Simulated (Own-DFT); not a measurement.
## Calculated data, GaP (zincblende, atoms displaced)

Computed with Own-DFT development build. A calculation, not a measurement: plane-wave PBE density functional theory by an unreviewed code, no spin, of a simulated periodic cell, stress positive in tension, free energy of the whole cell less one offset for each atom, forces on such cells passed a denser k mesh, this cell's mesh not checked; offsets are fitted by least squares, one for each functional and potential file, so energies compare only between cells with the same atoms and settings and are not formation energies; the far tail of each file's local potential was reset to the Coulomb form; each entry is a single point on an unrelaxed cell, so the pressure reflects the starting lattice, mostly measured values (interpolated for alloys), from which strain is counted, and rises with the displacements; printed positions are rounded, which can move forces by about a meV/angstrom; the program, named Own-DFT, is a retired in-house code; no spin-orbit coupling.

Settings shared by all entries: functional PBE; potential files PseudoDojo norm-conserving, scalar-relativistic, standard set; wave cutoff 42 hartree; occupations Fermi-Dirac; smearing width 0.1 eV; hardware one NVIDIA H200; k mesh 2 x 3 x 3 centred on Gamma.

(1) GaP (zincblende, atoms displaced)

```
GaP
1.0
     16.3515     0.0000     0.0000
      0.0000    10.9010     0.0000
      0.0000     0.0000    10.9010
Ga P Ga P Ga P Ga P Ga P Ga P Ga P Ga P Ga P Ga P Ga P Ga P
4 4 4 4 4 4 4 4 4 4 4 4 4 4 4 4 4 4 4 4 4 4 4 4
Direct
  0.98614 0.99163 0.99834
  0.99908 0.24201 0.23745
  0.16071 0.00304 0.25392
  0.16581 0.25665 0.98085
  0.07560 0.12143 0.11490
  0.07667 0.38060 0.37442
  0.25291 0.11883 0.39886
  0.25228 0.38327 0.14042
  0.99956 0.00608 0.50244
  0.00452 0.25153 0.74273
  0.16321 0.99241 0.74296
  0.16290 0.23391 0.49434
  0.09338 0.13449 0.62325
  0.05862 0.38193 0.87614
  0.24378 0.13811 0.87114
  0.25460 0.38119 0.63344
  0.99781 0.50062 0.01121
  0.99545 0.75012 0.23665
  0.16817 0.49420 0.25370
  0.16299 0.75037 0.00231
  0.08201 0.63929 0.11109
  0.08319 0.87004 0.38013
  0.25303 0.61848 0.39069
  0.24695 0.87483 0.12188
  0.99940 0.51204 0.50350
  0.00882 0.74582 0.73773
  0.16890 0.49871 0.74866
  0.15792 0.74848 0.50891
  0.08616 0.63519 0.62439
  0.08099 0.85923 0.87319
  0.24757 0.64133 0.86654
  0.24771 0.87178 0.62820
  0.33386 0.98455 0.00754
  0.34004 0.25519 0.25075
  0.50166 0.00841 0.24824
  0.49633 0.23350 0.00572
  0.41962 0.11655 0.13097
  0.42087 0.36539 0.38353
  0.58006 0.11539 0.38241
  0.57977 0.38699 0.13757
  0.33412 0.00127 0.51904
  0.33802 0.24622 0.75313
  0.49420 0.00431 0.73555
  0.49508 0.24402 0.49045
  0.41569 0.13467 0.62322
  0.40604 0.39731 0.88306
  0.58738 0.12618 0.87366
  0.59221 0.38076 0.62885
  0.32621 0.49431 0.01588
  0.34409 0.74811 0.23648
  0.49704 0.50028 0.26285
  0.50232 0.74423 0.98980
  0.40720 0.61923 0.12896
  0.41337 0.88707 0.36776
  0.58198 0.62064 0.37692
  0.58086 0.89752 0.11708
  0.33024 0.48878 0.49537
  0.33507 0.75407 0.73538
  0.50466 0.49176 0.74145
  0.49488 0.74689 0.48806
  0.40832 0.61691 0.62361
  0.41123 0.86919 0.86187
  0.57853 0.63419 0.87282
  0.58200 0.87746 0.62468
  0.66232 0.00380 0.00737
  0.67319 0.23827 0.24526
  0.84390 0.03602 0.25189
  0.82901 0.25466 0.00665
  0.75505 0.13879 0.13439
  0.74697 0.36829 0.38027
  0.91935 0.11940 0.36883
  0.89967 0.36863 0.12234
  0.66768 0.00278 0.49548
  0.66166 0.24694 0.74432
  0.83648 0.99967 0.74794
  0.83664 0.24195 0.51069
  0.75304 0.13991 0.62482
  0.74707 0.36641 0.87196
  0.90457 0.12071 0.87306
  0.91611 0.38775 0.63148
  0.67276 0.49550 0.00667
  0.66439 0.74932 0.25755
  0.83469 0.50613 0.24789
  0.83897 0.75206 0.98648
  0.75374 0.61532 0.11377
  0.75204 0.87549 0.36679
  0.91778 0.61256 0.37084
  0.91777 0.87693 0.12684
  0.65511 0.50355 0.51143
  0.67565 0.76023 0.74496
  0.83845 0.51228 0.75415
  0.82757 0.73784 0.50137
  0.74177 0.61742 0.61622
  0.75096 0.87287 0.87359
  0.92352 0.61930 0.87493
  0.92231 0.87592 0.63463
```

The calculation gives: free energy of cell above offsets -38.570 eV; pressure 4.98 GPa; stress xx -4.96 GPa; stress yy -4.72 GPa; stress zz -5.27 GPa; stress yz -0.49 GPa; stress xz 0.74 GPa; stress xy 0.13 GPa; wall time 1029 s.

Force:
| element | x (eV/Å) | y (eV/Å) | z (eV/Å) |
| --- | --- | --- | --- |
| Ga | 1.603 | 0.663 | -1.534 |
| Ga | -0.442 | 1.496 | 0.533 |
| Ga | 0.634 | 0.008 | 0.029 |
| Ga | -1.632 | 1.239 | 1.771 |
| P | 1.378 | -0.157 | -0.463 |
| P | 0.324 | -1.168 | -0.15 |
| P | 0.249 | 0.219 | -3.075 |
| P | -0.986 | -2.382 | -0.961 |
| Ga | 0.642 | -0.673 | 0.215 |
| Ga | -1.603 | -0.692 | -0.018 |
| Ga | 0.015 | 0.352 | 1.497 |
| Ga | 1.112 | 3.721 | -0.851 |
| P | -2.744 | -1.924 | 1.431 |
| P | 3.78 | -0.289 | -0.283 |
| P | 1.493 | -2.51 | -0.506 |
| P | -0.877 | -1.817 | -0.721 |
| Ga | -1.193 | 0.055 | 0.897 |
| Ga | 0.695 | -0.362 | 1.739 |
| Ga | -0.911 | 1.777 | 0.933 |
| Ga | 1.706 | 0.851 | -1.459 |
| P | -0.436 | -2.485 | 2.262 |
| P | -0.829 | 0.359 | -0.773 |
| P | -1.023 | 1.468 | -1.938 |
| P | -0.45 | -0.403 | 1.315 |
| Ga | 0.413 | -0.898 | 0.315 |
| Ga | -1.764 | 0.456 | 1.778 |
| Ga | -0.753 | 0.493 | 0.865 |
| Ga | 2.515 | 0.923 | -1.85 |
| P | -0.271 | -3.339 | 0.19 |
| P | -0.225 | 2.31 | 0.122 |
| P | 0.114 | -1.426 | 1.085 |
| P | -0.115 | 0.265 | -0.82 |
| Ga | 0.005 | 1.26 | -1.274 |
| Ga | -0.758 | -1.146 | 0.436 |
| Ga | 0.181 | -0.947 | 1.007 |
| Ga | 0.552 | 2.454 | -0.688 |
| P | -1.889 | 0.569 | -0.697 |
| P | -1.235 | 1.792 | -1.143 |
| P | 0.722 | 1.287 | -1.016 |
| P | 0.609 | -1.934 | -1.014 |
| Ga | -0.057 | -0.97 | -0.784 |
| Ga | -0.802 | 1.599 | 0.847 |
| Ga | 0.86 | -0.542 | 1.369 |
| Ga | 2.184 | -0.288 | 1.532 |
| P | 0.308 | -0.254 | 0.289 |
| P | 2.016 | -2.591 | -1.015 |
| P | -1.281 | -0.41 | -0.227 |
| P | -2.734 | -2.303 | -0.027 |
| Ga | -0.566 | 1.86 | -1.612 |
| Ga | -2.693 | 1.809 | 2.435 |
| Ga | -0.479 | 0.087 | -0.681 |
| Ga | -1.581 | 1.436 | 1.443 |
| P | 3.221 | -0.836 | -1.249 |
| P | 0.195 | -0.669 | 0.526 |
| P | -0.189 | 0.756 | -0.074 |
| P | -1.042 | -3.424 | 1.423 |
| Ga | 0.58 | -0.054 | 0.752 |
| Ga | -0.533 | -0.933 | 0.67 |
| Ga | -1.367 | 1.393 | 1.385 |
| Ga | -0.338 | 0.501 | 0.977 |
| P | 1.692 | -0.018 | -0.858 |
| P | 1.054 | 1.027 | 1.03 |
| P | 2.42 | -1.835 | -1.239 |
| P | 0.173 | -0.259 | -0.666 |
| Ga | 2.481 | 0.976 | -1.395 |
| Ga | -2.812 | 2.498 | 2.341 |
| Ga | -3.221 | -4.751 | -2.733 |
| Ga | -0.83 | -0.954 | -2.779 |
| P | -0.131 | -2.56 | -2.249 |
| P | 0.314 | 0.707 | 0.224 |
| P | 2.875 | 3.059 | 4.092 |
| P | 3.494 | 1.557 | 1.537 |
| Ga | 0.692 | -0.738 | 0.852 |
| Ga | 1.056 | 0.225 | 0.83 |
| Ga | -1.452 | -0.41 | -0.453 |
| Ga | 0.936 | 2.156 | -1.752 |
| P | -1.109 | -2.784 | 0.649 |
| P | 0.219 | 0.966 | -0.176 |
| P | 1.815 | 1.339 | 0.723 |
| P | 0.509 | -1.161 | -0.916 |
| Ga | -1.787 | -0.545 | -1.273 |
| Ga | 0.326 | 0.134 | -1.53 |
| Ga | -1.447 | -1.322 | 0.484 |
| Ga | -0.201 | -0.401 | 0.841 |
| P | 0.334 | 2.384 | 1.183 |
| P | 0.598 | 0.699 | 0.48 |
| P | -0.042 | 2.051 | -0.027 |
| P | -2.232 | 0.114 | 0.394 |
| Ga | 1.648 | -0.254 | -2.675 |
| Ga | -1.687 | -0.875 | -0.108 |
| Ga | -1.753 | -0.952 | -0.027 |
| Ga | 0.868 | 1.036 | -0.667 |
| P | 1.504 | 0.893 | 1.759 |
| P | 0.187 | 1.302 | 0.572 |
| P | 0.069 | 1.438 | -0.247 |
| P | -0.877 | -0.378 | -1.392 |

(2) GaP (zincblende, atoms displaced)

```
GaP
1.0
     16.3515     0.0000     0.0000
      0.0000    10.9010     0.0000
      0.0000     0.0000    10.9010
Ga P Ga P Ga P Ga P Ga P Ga P Ga P Ga P Ga P Ga P Ga P Ga P
4 4 4 4 4 4 4 4 4 4 4 4 4 4 4 4 4 4 4 4 4 4 4 4
Direct
  0.99591 0.00655 0.00821
  0.00371 0.24895 0.23949
  0.18038 0.98913 0.24667
  0.16541 0.26220 0.00583
  0.06850 0.11342 0.12902
  0.07590 0.37740 0.37371
  0.25597 0.11369 0.36094
  0.25803 0.39781 0.12646
  0.99926 0.00904 0.50379
  0.00292 0.24162 0.74809
  0.16663 0.01487 0.74350
  0.17307 0.25146 0.49238
  0.08596 0.13265 0.62131
  0.07884 0.36278 0.88590
  0.25022 0.12979 0.89391
  0.23926 0.35755 0.63697
  0.99854 0.48942 0.00787
  0.99999 0.75548 0.25983
  0.16228 0.49892 0.25744
  0.16582 0.76020 0.00606
  0.09759 0.62024 0.12506
  0.08928 0.88331 0.37689
  0.24838 0.61064 0.38630
  0.25263 0.87361 0.12238
  0.00283 0.50190 0.50688
  0.99659 0.76219 0.74068
  0.16271 0.51612 0.75115
  0.16968 0.74350 0.50534
  0.08001 0.62948 0.61369
  0.07225 0.88770 0.87614
  0.23846 0.62137 0.86714
  0.25447 0.87957 0.61777
  0.33563 0.00062 0.01587
  0.34329 0.25712 0.24634
  0.49928 0.00738 0.25076
  0.50766 0.26485 0.99965
  0.42194 0.12955 0.11612
  0.40407 0.37608 0.36875
  0.59688 0.13533 0.36707
  0.58094 0.37151 0.12718
  0.32560 0.99813 0.50022
  0.33881 0.25627 0.74577
  0.50344 0.01856 0.75142
  0.50134 0.25075 0.50298
  0.42289 0.11940 0.63579
  0.41013 0.37250 0.87986
  0.57800 0.13452 0.88895
  0.58603 0.38396 0.62918
  0.33390 0.48808 0.99466
  0.34549 0.76175 0.23866
  0.50184 0.52350 0.24748
  0.50469 0.74445 0.99809
  0.41152 0.60605 0.13707
  0.42034 0.89844 0.37752
  0.57660 0.61581 0.35810
  0.58735 0.86371 0.12004
  0.33648 0.50082 0.50347
  0.33761 0.73009 0.73565
  0.49962 0.49591 0.75562
  0.49427 0.74538 0.50197
  0.41737 0.62711 0.64826
  0.43108 0.88644 0.87832
  0.58895 0.61494 0.87312
  0.58004 0.85695 0.63635
  0.66963 0.98828 0.98113
  0.67542 0.24453 0.24027
  0.83652 0.01076 0.23595
  0.84055 0.25089 0.00171
  0.75473 0.12936 0.13701
  0.74322 0.35812 0.37629
  0.92079 0.12762 0.38312
  0.91749 0.37827 0.11621
  0.66979 0.99447 0.50670
  0.66360 0.24397 0.75889
  0.82799 0.00066 0.75480
  0.83253 0.25017 0.50323
  0.75106 0.12040 0.62531
  0.74399 0.36458 0.87077
  0.91944 0.11730 0.86866
  0.90975 0.38114 0.63714
  0.67686 0.50094 0.99471
  0.66786 0.74481 0.24551
  0.83339 0.51023 0.24856
  0.82666 0.76061 0.99449
  0.75172 0.62074 0.12697
  0.74596 0.86225 0.37533
  0.91049 0.64563 0.37805
  0.91982 0.87443 0.13471
  0.67327 0.49316 0.50516
  0.66171 0.74277 0.74554
  0.83789 0.51284 0.75514
  0.82836 0.73433 0.48647
  0.75067 0.64074 0.62880
  0.75981 0.87860 0.88472
  0.90930 0.64242 0.88181
  0.92166 0.87309 0.63074
```

The calculation gives: free energy of cell above offsets -36.483 eV; pressure 5.35 GPa; stress xx -5.63 GPa; stress yy -4.94 GPa; stress zz -5.49 GPa; stress yz -0.97 GPa; stress xz -0.72 GPa; stress xy 0.88 GPa; wall time 946 s.

Force:
| element | x (eV/Å) | y (eV/Å) | z (eV/Å) |
| --- | --- | --- | --- |
| Ga | -1.344 | -1.503 | -1.4 |
| Ga | -1.383 | 0.709 | 1.33 |
| Ga | -2.65 | 0.567 | 0.22 |
| Ga | 0.683 | -0.942 | 1.318 |
| P | 4.327 | 0.994 | 0.689 |
| P | 0.853 | -0.675 | 0.004 |
| P | 0.049 | 2.415 | 0.639 |
| P | -2.285 | -2.848 | 1.586 |
| Ga | 0.662 | -1.101 | 0.298 |
| Ga | -0.587 | 0.9 | 0.322 |
| Ga | 0.555 | -0.845 | 1.441 |
| Ga | -0.8 | -0.694 | -1.06 |
| P | 0.026 | -0.035 | -0.882 |
| P | -0.227 | 1.713 | -1.698 |
| P | 0.339 | -0.225 | -1.305 |
| P | 1.251 | 2.123 | -0.112 |
| Ga | 1.277 | 2.349 | -1.35 |
| Ga | 1.475 | -0.065 | -0.458 |
| Ga | 1.073 | -0.299 | 0.373 |
| Ga | -0.663 | -0.132 | -1.695 |
| P | -2.718 | 0.719 | 0.013 |
| P | -0.201 | -0.644 | 0.403 |
| P | 0.472 | 1.75 | -0.76 |
| P | 0.821 | -0.884 | -0.25 |
| Ga | -1.979 | -0.475 | -0.731 |
| Ga | 1.445 | -1.951 | 2.115 |
| Ga | -1.967 | -2.816 | -1.334 |
| Ga | 0.245 | 1.031 | -1.078 |
| P | 0.191 | 0.398 | 2.058 |
| P | 1.905 | -0.715 | -0.229 |
| P | 2.967 | 1.974 | 1.993 |
| P | -1.214 | -1.547 | 2.033 |
| Ga | 0.457 | 0.061 | -1.844 |
| Ga | -1.854 | -1.703 | -1.781 |
| Ga | 1.856 | 0.609 | -0.79 |
| Ga | -2.019 | -0.269 | 0.181 |
| P | 0.244 | 0.516 | 0.866 |
| P | 3.477 | 1.277 | 2.209 |
| P | -1.946 | -1.565 | 1.468 |
| P | 1.505 | 1.823 | 0.9 |
| Ga | 1.731 | 1.198 | -0.307 |
| Ga | -1.021 | -1.367 | 0.521 |
| Ga | 1.392 | -2.258 | 1.136 |
| Ga | 0.084 | 0.388 | -0.791 |
| P | -2.001 | 1.456 | -2.442 |
| P | 2.207 | -0.179 | -0.951 |
| P | 1.746 | -1.433 | -1.301 |
| P | -0.611 | -1.206 | 0.049 |
| Ga | -0.527 | 2.64 | -0.622 |
| Ga | -0.674 | -0.484 | 1.514 |
| Ga | -1.668 | -5.297 | -1.525 |
| Ga | -0.512 | -0.465 | 0.051 |
| P | -0.833 | 2.345 | -3.083 |
| P | -0.42 | -2.239 | 0.406 |
| P | 3.7 | 2.98 | 4.827 |
| P | -0.223 | 1.331 | 0.31 |
| Ga | -0.693 | -0.673 | 1.299 |
| Ga | -4.346 | 4.887 | 4.027 |
| Ga | 0.239 | -0.369 | 0.552 |
| Ga | 0.311 | 0.092 | -0.607 |
| P | 3.46 | -3.643 | -4.777 |
| P | -2.011 | -1.101 | 0.165 |
| P | -0.488 | 0.336 | 0.6 |
| P | -0.591 | 2.754 | -1.285 |
| Ga | -1.348 | 1.473 | 2.274 |
| Ga | -1.933 | 1.514 | 0.084 |
| Ga | 0.841 | -1.564 | 2.646 |
| Ga | -1.037 | -0.655 | -1.118 |
| P | 0.079 | -0.673 | -3.776 |
| P | 1.69 | 2.166 | 0.207 |
| P | -0.958 | 0.613 | -1.134 |
| P | -1.012 | -0.4 | 2.579 |
| Ga | -0.787 | -0.627 | -0.598 |
| Ga | -0.366 | -0.265 | -1.237 |
| Ga | 1.451 | -0.101 | -0.912 |
| Ga | 0.389 | -0.022 | 0.038 |
| P | -0.542 | 0.428 | 0.613 |
| P | 2.292 | 1.026 | 0.616 |
| P | -0.727 | 0.745 | 0.602 |
| P | 1.382 | -0.627 | -1.004 |
| Ga | -1.059 | -0.873 | 0.594 |
| Ga | -0.419 | -0.097 | 0.256 |
| Ga | 0.549 | -1.427 | 0.932 |
| Ga | 1.927 | -1.756 | 3.485 |
| P | -0.225 | 0.923 | -0.937 |
| P | 0.487 | 1.522 | -0.42 |
| P | 3.219 | -4.028 | -1.939 |
| P | -0.836 | -0.086 | -1.268 |
| Ga | -0.408 | 0.927 | -0.475 |
| Ga | 0.876 | 0.278 | 1.605 |
| Ga | -1.446 | -0.189 | 0.466 |
| Ga | -1.619 | 3.316 | 2.83 |
| P | 0.31 | -2.166 | -0.43 |
| P | -2.504 | 0.355 | -3.165 |
| P | 2.021 | -1.253 | -0.374 |
| P | -2.856 | 1.834 | -2.506 |

(3) GaP (zincblende, atoms displaced)

```
GaP
1.0
     16.3515     0.0000     0.0000
      0.0000    10.9010     0.0000
      0.0000     0.0000    10.9010
Ga P Ga P Ga P Ga P Ga P Ga P Ga P Ga P Ga P Ga P Ga P Ga P
4 4 4 4 4 4 4 4 4 4 4 4 4 4 4 4 4 4 4 4 4 4 4 4
Direct
  0.99823 0.98474 0.00265
  0.00175 0.26953 0.25473
  0.17339 0.99317 0.25499
  0.17091 0.22925 0.98485
  0.07667 0.13076 0.12624
  0.07291 0.36899 0.36077
  0.24836 0.12982 0.36410
  0.24465 0.37970 0.12486
  0.99728 0.00260 0.49405
  0.00612 0.24683 0.76422
  0.17052 0.99618 0.76321
  0.16472 0.24696 0.50275
  0.08787 0.11550 0.63007
  0.08574 0.37915 0.88042
  0.23945 0.10886 0.86898
  0.24717 0.38528 0.63492
  0.99577 0.50803 0.00106
  0.00087 0.75142 0.25632
  0.15907 0.50622 0.23344
  0.17649 0.76392 0.01888
  0.08563 0.62907 0.11874
  0.07881 0.87202 0.37794
  0.24901 0.62771 0.37096
  0.26191 0.87838 0.13715
  0.98780 0.50014 0.48799
  0.99624 0.75632 0.74448
  0.17378 0.51475 0.75849
  0.16309 0.75296 0.49716
  0.08393 0.62623 0.64118
  0.09030 0.88725 0.88533
  0.24705 0.60843 0.89023
  0.25168 0.87594 0.63555
  0.32113 0.00062 0.00393
  0.33339 0.25425 0.24364
  0.50787 0.99255 0.24503
  0.50694 0.24565 0.98813
  0.40829 0.11405 0.12987
  0.41684 0.37673 0.36965
  0.57992 0.12176 0.37831
  0.57791 0.38274 0.12296
  0.33927 0.99612 0.49232
  0.33212 0.23615 0.74693
  0.47942 0.99233 0.72878
  0.48973 0.24995 0.49606
  0.42567 0.10998 0.62120
  0.42600 0.38773 0.88011
  0.58086 0.13259 0.87423
  0.57623 0.37103 0.62081
  0.33867 0.50893 0.00494
  0.32883 0.76169 0.23024
  0.50172 0.48247 0.25108
  0.49931 0.75403 0.99087
  0.42199 0.61966 0.14048
  0.42383 0.87795 0.36924
  0.57292 0.61387 0.37814
  0.58513 0.87697 0.12749
  0.33054 0.52151 0.49703
  0.33184 0.74221 0.74266
  0.50069 0.50131 0.74379
  0.50197 0.75008 0.51681
  0.41611 0.60623 0.63433
  0.41548 0.85873 0.88348
  0.57519 0.62259 0.86425
  0.58225 0.88014 0.62359
  0.66351 0.99240 0.00035
  0.68997 0.25264 0.24512
  0.83284 0.98703 0.24450
  0.82706 0.25033 0.98864
  0.74525 0.12595 0.12696
  0.75419 0.38119 0.36454
  0.93128 0.12414 0.38161
  0.91469 0.37985 0.12105
  0.66074 0.00529 0.49644
  0.66866 0.25759 0.73814
  0.83342 0.01252 0.75662
  0.83932 0.26366 0.47857
  0.75659 0.13013 0.62224
  0.75488 0.37542 0.86576
  0.92666 0.12148 0.86305
  0.91400 0.38563 0.62303
  0.66579 0.50277 0.00427
  0.66867 0.74148 0.25292
  0.83619 0.48471 0.26061
  0.84035 0.74739 0.98684
  0.75791 0.61902 0.14046
  0.74435 0.86652 0.36630
  0.91798 0.62689 0.38582
  0.90175 0.86920 0.12655
  0.66520 0.50933 0.49294
  0.66595 0.76210 0.73575
  0.83113 0.49886 0.73600
  0.83646 0.74299 0.48738
  0.74970 0.61846 0.62299
  0.74493 0.87859 0.88055
  0.92031 0.62011 0.87089
  0.92001 0.88571 0.62196
```

It finds free energy of cell above offsets -36.639 eV; pressure 5.32 GPa; stress xx -5.01 GPa; stress yy -5.6 GPa; stress zz -5.35 GPa; stress yz -0.02 GPa; stress xz -1.16 GPa; stress xy 1.4 GPa; wall time 956.8 s.

Force:
| element | x (eV/Å) | y (eV/Å) | z (eV/Å) |
| --- | --- | --- | --- |
| Ga | -0.486 | 1.452 | 0.952 |
| Ga | -3.364 | -4.155 | -4.031 |
| Ga | -1.926 | 0.686 | -0.263 |
| Ga | -1.971 | 2.56 | 2.447 |
| P | 0.884 | -1.063 | -0.126 |
| P | 4.472 | 4.265 | 4.506 |
| P | 0.679 | 0.018 | 1.674 |
| P | 0.888 | -1.014 | -1.07 |
| Ga | 2.095 | -0.98 | 2.035 |
| Ga | 0.841 | 1.375 | -1.96 |
| Ga | -2.269 | -1.93 | -3.547 |
| Ga | 0.01 | 0.51 | -0.1 |
| P | -0.434 | 0.418 | -0.173 |
| P | 0.156 | -0.04 | -0.053 |
| P | 4.621 | 2.238 | 1.158 |
| P | 0.683 | -1.01 | -1.428 |
| Ga | 1.069 | -0.907 | 0.151 |
| Ga | -0.625 | -0.558 | -1.093 |
| Ga | 0.734 | -1.09 | 1.926 |
| Ga | -0.77 | -0.93 | -1.51 |
| P | -1.391 | 1.491 | -0.081 |
| P | 0.912 | 0.858 | -0.319 |
| P | -0.9 | 0.95 | -1.06 |
| P | -4.395 | 2.99 | -2.587 |
| Ga | 2.892 | -1.289 | 2.009 |
| Ga | 0.91 | 0.177 | 0.781 |
| Ga | -2.016 | -1.648 | -0.683 |
| Ga | 0.36 | -0.658 | 1.212 |
| P | -0.176 | 0.01 | -1.918 |
| P | -0.702 | -2.478 | 0.072 |
| P | 1.213 | 3.435 | 0.576 |
| P | -0.068 | -0.016 | -1.601 |
| Ga | 2.008 | 0.297 | -1.17 |
| Ga | -0.359 | 0.277 | -0.046 |
| Ga | -1.127 | 1.366 | 0.555 |
| Ga | -1.975 | 1.199 | 2.13 |
| P | 1.444 | 0.752 | -0.917 |
| P | -1.711 | -0.292 | 1.06 |
| P | 0.439 | 1.555 | -1.183 |
| P | 2.122 | -2.109 | -0.627 |
| Ga | -1.029 | 0.216 | -0.088 |
| Ga | 0.539 | 1.058 | 0.386 |
| Ga | 4.175 | -4.188 | 5.604 |
| Ga | 1.257 | -0.073 | -0.177 |
| P | -4.542 | 4.93 | -3.34 |
| P | -1.491 | -1.698 | -0.233 |
| P | 1.523 | -2.351 | -2.003 |
| P | 0.963 | 0.373 | -0.666 |
| Ga | 0.404 | -1.19 | 0.755 |
| Ga | 4.533 | -4.726 | 4.693 |
| Ga | -0.304 | 1.276 | 0.449 |
| Ga | 1.46 | -1.674 | 2.157 |
| P | -0.463 | 1.234 | -1.202 |
| P | -0.665 | -1.429 | 0.481 |
| P | 0.866 | 1.458 | -0.274 |
| P | 0.371 | -1.905 | -0.85 |
| Ga | 0.118 | -2.148 | 0 |
| Ga | -0.036 | -0.733 | 1.478 |
| Ga | 0.731 | -1.596 | 0.63 |
| Ga | -1.037 | -0.819 | -1.21 |
| P | -0.621 | 2.726 | -1.388 |
| P | -2.31 | 2.459 | -1.968 |
| P | 2.219 | 1.201 | 0.726 |
| P | -0.164 | 0.578 | 0.113 |
| Ga | -0.687 | 1.634 | 0.008 |
| Ga | -4.187 | 0.893 | 0.833 |
| Ga | -1.034 | 2.332 | 1.709 |
| Ga | 1.35 | -0.862 | 0.628 |
| P | 2.138 | -2.086 | -2.108 |
| P | -1.847 | -0.526 | 2.816 |
| P | -2.987 | 1.643 | -2.773 |
| P | -0.129 | -0.746 | -0.118 |
| Ga | 1.418 | -0.278 | 0.419 |
| Ga | -0.31 | -0.629 | 0.492 |
| Ga | -0.327 | -1.025 | -0.656 |
| Ga | 0.326 | -1.263 | 1.715 |
| P | -0.74 | 0.159 | -1.087 |
| P | -1.414 | 0.827 | 0.251 |
| P | -1.604 | -0.464 | 2.52 |
| P | 1.033 | -1.97 | -0.247 |
| Ga | 0.352 | 0.325 | -0.438 |
| Ga | -1.374 | -0.836 | -0.57 |
| Ga | 1.959 | 2.606 | -1.813 |
| Ga | -1.663 | -0.614 | 0.484 |
| P | -0.452 | 0.254 | -1.699 |
| P | 0.808 | 1.165 | 1.674 |
| P | -0.235 | 0.211 | -3.306 |
| P | 3.226 | -0.943 | -0.99 |
| Ga | -0.368 | -1.247 | 0.467 |
| Ga | 0.201 | -1.283 | 1.338 |
| Ga | 0.278 | 0.329 | 1.488 |
| Ga | -1.557 | 1.825 | 1.97 |
| P | -0.358 | 1.731 | -0.604 |
| P | 1.348 | -0.669 | -1.201 |
| P | -0.805 | 0.675 | -1.153 |
| P | -1.614 | -0.859 | 0.18 |
